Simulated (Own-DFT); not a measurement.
# What a defect does to the pressure of its cell: 2H SiC

The numbers are computed, not measured, by runs of the plane-wave DFT program Own-DFT (in-house, retired, unreviewed) at fixed positions, with no spin and no spin-orbit coupling.

All runs used: PBE; PseudoDojo norm-conserving scalar-relativistic files; cutoff 42 hartree; 4 x 4 x 3 k mesh centred on Gamma; Fermi-Dirac smearing of 0.1 eV.

Known weak points (not all hold for every row): not probed for a lower state with spin; forces on such cells moved up to 12 meV/angstrom on a denser k mesh; forces on such cells passed a denser k mesh, each cell not checked; stress not checked against mesh or cutoff.

All runs share one cell, with vectors in Å (9.248, 0.000, 0.000); (-4.624, 8.009, 0.000); (0.000, 0.000, 10.068) and a volume of 745.7 Å³. Atoms were moved at random from their sites; u is the rms move along one axis. The defect's site can differ from row to row.

```
                                     cell     formula   u (Å)  P (GPa)
                                no defect     C36Si36  0.0301     3.78
                                no defect     C36Si36  0.0593     6.14
                                no defect     C36Si36  0.0608     6.11
one C on a Si site and one Si on a C site     C36Si36  0.0269     7.53
one C on a Si site and one Si on a C site     C36Si36  0.0494     9.16
one C on a Si site and one Si on a C site     C36Si36  0.0496     8.80
                   two N on a C site each   C34N2Si36  0.0303        ?
                   two N on a C site each   C34N2Si36  0.0321     3.03
                   two N on a C site each   C34N2Si36  0.0445     3.97
                   two N on a C site each   C34N2Si36  0.0478     4.13
                            one C vacancy     C35Si36  0.0282     3.74
                            one C vacancy     C35Si36  0.0299     3.79
                            one C vacancy     C35Si36  0.0330     3.97
                 two Al on a Si site each  Al2C36Si34  0.0308     6.05
                 two Al on a Si site each  Al2C36Si34  0.0313     5.98
                 two Al on a Si site each  Al2C36Si34  0.0488     7.30
```

## Analysis

P = P0 + c u² + a shift for each defect gives P0 = 2.99 GPa, c = 869 ± 36 GPa/Å² and a scatter of 0.11 GPa. The shifts, and each times the cell's volume:

- one C on a Si site and one Si on a C site: 3.87 ± 0.09 GPa, 18.0 eV
- two Al on a Si site each: 2.20 ± 0.10 GPa, 10.2 eV (5.1 eV for each of its 2 sites)
- one C vacancy: 0.04 ± 0.11 GPa, 0.2 eV (not resolved)
- two N on a C site each: -0.82 ± 0.10 GPa, -3.8 eV (-1.9 eV for each of its 2 sites)

Against the defect-free cell, a freed cell would be larger where the shift is positive and smaller where it is negative (160.2 GPa Å³ is 1 eV). The atoms around the defects weren't relaxed, which would change these numbers.

## Check

Q: what pressure belongs in the blank (two N on a C site each, u = 0.0303 Å)?

The fit gives 2.97 ± 0.13 GPa. The calculation gave 3.01 GPa.
